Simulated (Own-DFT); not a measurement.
# How strain changes the stress of 4H SiC, 32 atoms (C16Si16)

Calculated results; nothing here was measured. They come from Own-DFT, an in-house plane-wave density functional program, since retired, whose code no person has reviewed. Each row is one single-point run on a periodic cell that was not relaxed, without spin or spin-orbit coupling.

Settings of every run: PBE; PseudoDojo norm-conserving scalar-relativistic files; cutoff 42 hartree; 5 x 5 x 3 k mesh centred on Gamma; Fermi-Dirac smearing of 0.1 eV.

Known limits: forces on such cells passed a denser k mesh, each cell not checked; stress not checked against mesh or cutoff.

Unstrained cell vectors in Å: (6.165, 0.000, 0.000); (-3.083, 5.339, 0.000); (0.000, 0.000, 10.068). The unstrained cell has measured lattice constants (interpolated for alloys), not those of this functional. That, the random moves and any unrelaxed bonds set the pressure at no strain. Each run strains this cell uniformly, with the atoms carried along. Every atom was also moved at random, by a Gaussian of width 0.05 Å on each axis. Strain is the symmetric tensor, in per cent. Stress is positive in tension, and the pressure is minus a third of its trace.

| run | e_xx (%) | e_yy (%) | e_zz (%) | e_yz (%) | e_xz (%) | e_xy (%) | s_xx (GPa) | s_yy (GPa) | s_zz (GPa) | s_yz (GPa) | s_xz (GPa) | s_xy (GPa) | P (GPa) | E (meV/atom) |
|---|---|---|---|---|---|---|---|---|---|---|---|---|---|---|
| 1 | -1.21 | -0.33 | -1.41 | 1.63 | -0.97 | -0.38 | -12.11 | -7.22 | -19.17 | 4.21 | -2.76 | 0.94 | 12.83 | 53.3 |
| 2 | -1.22 | -0.52 | -1.48 | 1.08 | 1.08 | -1.94 | -14.82 | -9.52 | -15.60 | 3.57 | 3.93 | -10.21 | 13.31 | 46.3 |
| 3 | 1.57 | 0.10 | 1.05 | -0.96 | -1.84 | 1.68 | 4.52 | -3.78 | 0.03 | -3.89 | -5.22 | 8.37 | -0.25 | 15.8 |
| 4 | -0.69 | 0.03 | 0.86 | 0.16 | 0.22 | -1.66 | -6.08 | -5.20 | -4.44 | 1.53 | 0.71 | -6.98 | 5.24 | 29.7 |
| 5 | -0.36 | -0.94 | -1.43 | 0.22 | 1.40 | 1.80 | -7.29 | -11.70 | -15.54 | 0.06 | 5.17 | 6.78 | 11.51 | 18.4 |
| 6 | 0.91 | 1.31 | -0.97 | -0.79 | 1.44 | 0.68 | 3.30 | 2.32 | -12.12 | -3.06 | 4.64 | 1.88 | 2.17 | 9.6 |
| 7 | -1.48 | 0.76 | 0.48 | 1.22 | -0.93 | -1.98 | -11.24 | -1.33 | -3.80 | 3.99 | -2.96 | -7.82 | 5.46 | 12.6 |
| 8 | -0.49 | -0.35 | -1.29 | -1.42 | -0.25 | 1.53 | -11.26 | -6.95 | -15.16 | -5.52 | 1.12 | 8.46 | 11.12 | 37.7 |
| 9 | 1.83 | -0.53 | -1.09 | 1.30 | -1.12 | -0.50 | 4.26 | -6.74 | -13.85 | 6.40 | -2.04 | -3.05 | 5.44 | 31.4 |
| 10 | 0.45 | -1.35 | -0.73 | -1.61 | 1.09 | 0.06 | -3.81 | -15.20 | -8.94 | -5.18 | 4.15 | -1.13 | 9.32 | 35.6 |
| 11 | -1.05 | -0.89 | 0.17 | -0.48 | -1.42 | -0.46 | -10.64 | -10.27 | -7.54 | -1.83 | -5.26 | -1.36 | 9.48 | 16.1 |
| 12 | 0.43 | -1.47 | -1.65 | -1.75 | 1.09 | 0.47 | -6.71 | -11.62 | -15.00 | -5.40 | 3.95 | 3.39 | 11.11 | 14.3 |
| 13 | 0.77 | 1.65 | -1.11 | -1.18 | 0.84 | -0.58 | -2.09 | 4.76 | -12.94 | -3.33 | 1.77 | -4.08 | 3.42 | 44.3 |
| 14 | -0.17 | -0.02 | -0.21 | -1.77 | 1.05 | -0.84 | -5.71 | -4.99 | -5.98 | -4.83 | 2.76 | -3.84 | 5.56 | 0.0 |
| 15 | -1.68 | -1.33 | -0.71 | 0.61 | 1.46 | 0.82 | -15.40 | -19.12 | -8.16 | 3.38 | 5.23 | 3.04 | 14.23 | 25.9 |
| 16 | -1.89 | 0.40 | -1.31 | 1.00 | 0.95 | 1.54 | ? | ? | ? | ? | ? | ? | ? | ? |

E is the free energy for each atom above the lowest run shown.

## Worked fit

Each stress component was fitted by least squares to a constant and the strains of the runs shown, as fractions, with shears doubled. Shear strains stay in the fit of a normal stress only where such slopes are resolved. The slopes, in GPa:

| stress | at no strain | per e_xx | per e_yy | per e_zz | scatter |
|---|---|---|---|---|---|
| s_xx | -4.4 | 544 ± 39 | 92 ± 47 | 136 ± 48 | 1.56 |
| s_yy | -5.4 | 89 ± 44 | 618 ± 54 | -4 ± 55 | 1.78 |
| s_zz | -6.9 | 43 ± 49 | -43 ± 60 | 588 ± 61 | 1.98 |

Each shear stress against twice its own strain: yz 176 ± 12, xz 154 ± 11, xy 230 ± 14 GPa. These are stiffnesses along x, y and z of the frame in which the cell vectors are given, which need not be the crystal's axes. The atoms are held to the strained lattice; where symmetry lets them move under strain, relaxing them would lower some slopes. The table should be nearly symmetric about its diagonal, and what it lacks of that shows the noise. A ninth of its sum, 229 ± 8 GPa, estimates the bulk modulus near the mean pressure of these runs, 8.0 GPa, so it lies above the value at zero pressure.

## Withheld run

Question: what normal stresses and pressure should run 16 give?

The fit gives s_xx = -16.1, s_yy = -4.5, s_zz = -15.6 and P = 12.1 GPa. The calculation gave -19.03, -5.25, -13.17 and P = 12.48 GPa.
